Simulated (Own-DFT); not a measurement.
# Response to strain: grey tin, 32 atoms (Sn32)

These are calculations, not measurements. The program, named Own-DFT, is a retired in-house plane-wave density functional code that no person has reviewed. Each row is one single-point run on a periodic cell that was not relaxed, without spin or spin-orbit coupling.

Settings of every run: PBE; PseudoDojo norm-conserving scalar-relativistic files; cutoff 42 hartree; 3 x 3 x 5 k mesh centred on Gamma; cold (Marzari-Vanderbilt) smearing of 0.2 eV.

Known limits: forces on such cells failed a check on a denser k mesh; stress not checked against mesh or cutoff.

Unstrained cell vectors in Å: (12.978, 0.000, 0.000); (0.000, 12.978, 0.000); (0.000, 0.000, 6.489). The unstrained cell has measured lattice constants (interpolated for alloys), not those of this functional. That, the random moves and any unrelaxed bonds set the pressure at no strain. Each run strains this cell uniformly, with the atoms carried along. Every atom was also moved at random, by a Gaussian of width 0.05 Å on each axis. Strain is the symmetric tensor, in per cent. Stress is positive in tension, and the pressure is minus a third of its trace.

```
run  e_xx (%)  e_yy (%)  e_zz (%)  e_yz (%)  e_xz (%)  e_xy (%)  s_xx (GPa)  s_yy (GPa)  s_zz (GPa)  s_yz (GPa)  s_xz (GPa)  s_xy (GPa)  P (GPa)  E (meV/atom)
  1      0.03     -1.21     -0.15     -0.50      1.43      0.32       -4.25       -4.60       -4.29       -0.02        1.55        0.61     4.38          35.9
  2     -0.35      0.10      1.50     -0.47      0.90      0.13       -3.18       -3.06       -2.61        0.39        0.60       -0.07     2.95          11.8
  3      1.11      0.24      1.74      0.25     -0.79      1.34       -2.31       -2.55       -2.05        0.92       -0.70        1.62     2.30          18.2
  4      1.95      1.15     -0.86      1.22      1.18      0.91       -2.22       -2.45       -2.97        1.76        0.84        0.01     2.55           9.6
  5      1.84      1.27      1.78     -1.84     -0.03     -1.83       -1.53       -1.71       -1.61       -2.34       -0.24       -1.59     1.62          17.3
  6      0.14      0.39      1.86     -0.21      1.71      1.20       -2.72       -2.70       -2.30        0.20        1.52        1.35     2.57          17.1
  7      0.12      1.18      0.59     -1.42     -0.37      0.82       -2.87       -2.54       -2.80       -1.01       -0.73        0.91     2.74          13.6
  8     -0.02      1.66     -0.62     -1.70     -1.84     -0.36       -3.41       -2.83       -3.47       -1.64       -1.46       -0.83     3.23          27.8
  9      0.42      0.19     -1.78      0.69      1.42      0.75       -3.96       -4.14       -4.65        0.79        0.63        0.66     4.25          35.4
 10     -0.29      1.96      0.28     -0.63      1.07      1.04       -2.87       -2.17       -2.76       -0.54        1.13        0.89     2.60           2.7
 11     -0.73     -1.02      0.26      0.26     -1.78     -0.62       -4.58       -4.74       -4.37       -0.09       -2.61       -0.14     4.56          45.4
 12      0.34     -1.41      1.83      1.44      1.06     -1.47       -3.36       -3.78       -2.99        1.55        0.74       -1.80     3.38          29.4
 13     -0.36      1.49     -0.33      0.02      0.34      1.77       -3.56       -2.94       -3.45        0.48        0.60        2.44     3.32          22.9
 14     -1.72     -1.27     -0.75     -1.62     -1.93      1.74       -6.16       -6.08       -6.02       -2.24       -1.32        2.26     6.09          85.8
 15      0.12     -1.88      0.64      0.94     -0.91     -1.47       -4.21       -4.83       -4.20        0.91       -1.00       -1.75     4.41          49.9
 16      0.75     -0.60      1.81      0.31     -0.22      0.77       -2.52       -2.92       -2.25        0.42       -0.21        0.74     2.56           0.0
 17     -1.83     -0.56     -0.12     -0.93     -1.73      0.53       -5.40       -4.98       -4.85       -1.14       -1.86        0.72     5.08          48.9
 18     -0.30      0.20     -0.23      1.58     -1.50     -1.29           ?           ?           ?           ?           ?           ?        ?             ?
```

E is the free energy for each atom above the lowest run shown.

## Worked fit

Each stress component was fitted by least squares to a constant and the strains of the runs shown, as fractions, with shears doubled. Shear strains stay in the fit of a normal stress only where such slopes are resolved. The slopes, in GPa:

| stress | at no strain | per e_xx | per e_yy | per e_zz | scatter |
|---|---|---|---|---|---|
| s_xx | -3.8 | 71 ± 5 | 42 ± 4 | 41 ± 4 | 0.17 |
| s_yy | -3.8 | 41 ± 5 | 73 ± 4 | 42 ± 4 | 0.18 |
| s_zz | -3.8 | 43 ± 5 | 45 ± 4 | 69 ± 5 | 0.20 |

Each shear stress against twice its own strain: yz 56 ± 6, xz 47 ± 5, xy 57 ± 5 GPa. These are stiffnesses along x, y and z of the frame in which the cell vectors are given, which need not be the crystal's axes. The atoms are held to the strained lattice; where symmetry lets them move under strain, relaxing them would lower some slopes. The table should be nearly symmetric about its diagonal, and what it lacks of that shows the noise. A ninth of its sum, 52 ± 2 GPa, estimates the bulk modulus near the mean pressure of these runs, 3.4 GPa, so it lies above the value at zero pressure.

## Withheld run

Question: what normal stresses and pressure should run 18 give?

The fit gives s_xx = -4.0, s_yy = -3.8, s_zz = -4.0 and P = 3.9 GPa. The calculation gave -3.99, -3.85, -4.00 and P = 3.95 GPa.
